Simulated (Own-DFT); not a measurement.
# Strain and stress in wurtzite GaN, 72 atoms (Ga36N36)

Calculated results; nothing here was measured. The program, named Own-DFT, is a retired in-house plane-wave density functional code that no person has reviewed. Each row is one single-point run on a periodic cell that was not relaxed, without spin or spin-orbit coupling.

Settings of every run: PBE; PseudoDojo norm-conserving scalar-relativistic files; cutoff 42 hartree; 4 x 4 x 3 k mesh centred on Gamma; Fermi-Dirac smearing of 0.1 eV.

Known limits: forces not confirmed at this smearing and k mesh; stress not checked against mesh or cutoff.

Unstrained cell vectors in Å: (9.567, 0.000, 0.000); (-4.784, 8.285, 0.000); (0.000, 0.000, 10.370). The unstrained cell has measured lattice constants (interpolated for alloys), not those of this functional. That, the random moves and any unrelaxed bonds set the pressure at no strain. Each run strains this cell uniformly, with the atoms carried along. Every atom was also moved at random, by a Gaussian of width 0.05 Å on each axis. Strain is the symmetric tensor, in per cent. Stress is positive in tension, and the pressure is minus a third of its trace.

```
run  e_xx (%)  e_yy (%)  e_zz (%)  s_xx (GPa)  s_yy (GPa)  s_zz (GPa)  P (GPa)  E (meV/atom)
  1     -1.75     -1.75      0.00      -18.54      -17.79      -10.92    15.75          56.6
  2      3.00      3.00      0.00        6.45        6.17       -4.63    -2.67          12.7
  3     -0.50     -0.50      0.00       -9.86      -10.52       -9.26     9.88          26.7
  4     -3.00     -3.00      0.00      -28.77      -23.29      -12.40    21.49          70.1
  5      0.75      0.75      0.00       -2.64       -4.99       -7.23     4.95          14.0
  6      0.50      0.50      0.00       -4.67       -4.82       -6.46     5.31           5.0
  7     -0.75     -0.75      0.00      -12.37      -10.65      -10.26    11.09          30.5
  8      1.75      1.75      0.00       -0.16        1.30       -3.95     0.94           0.0
  9      0.25      0.25      0.00           ?           ?           ?        ?             ?
```

E is the free energy for each atom above the lowest run shown.

## Worked fit

The change of volume is close to e_xx + e_yy + e_zz. A straight line through the runs shown gives P = 8.41 - 204 x (fractional change of volume) GPa, with an error of 9 on the slope and a scatter of 0.89 GPa. The strain isn't the same on all axes and the cell isn't cubic, so the slope belongs to this path and is not the bulk modulus.

## Withheld run

Question: what pressure should run 9 give? Its volume changes by 0.50 %.

The line gives 7.4 GPa. The calculation gave 6.79 GPa.
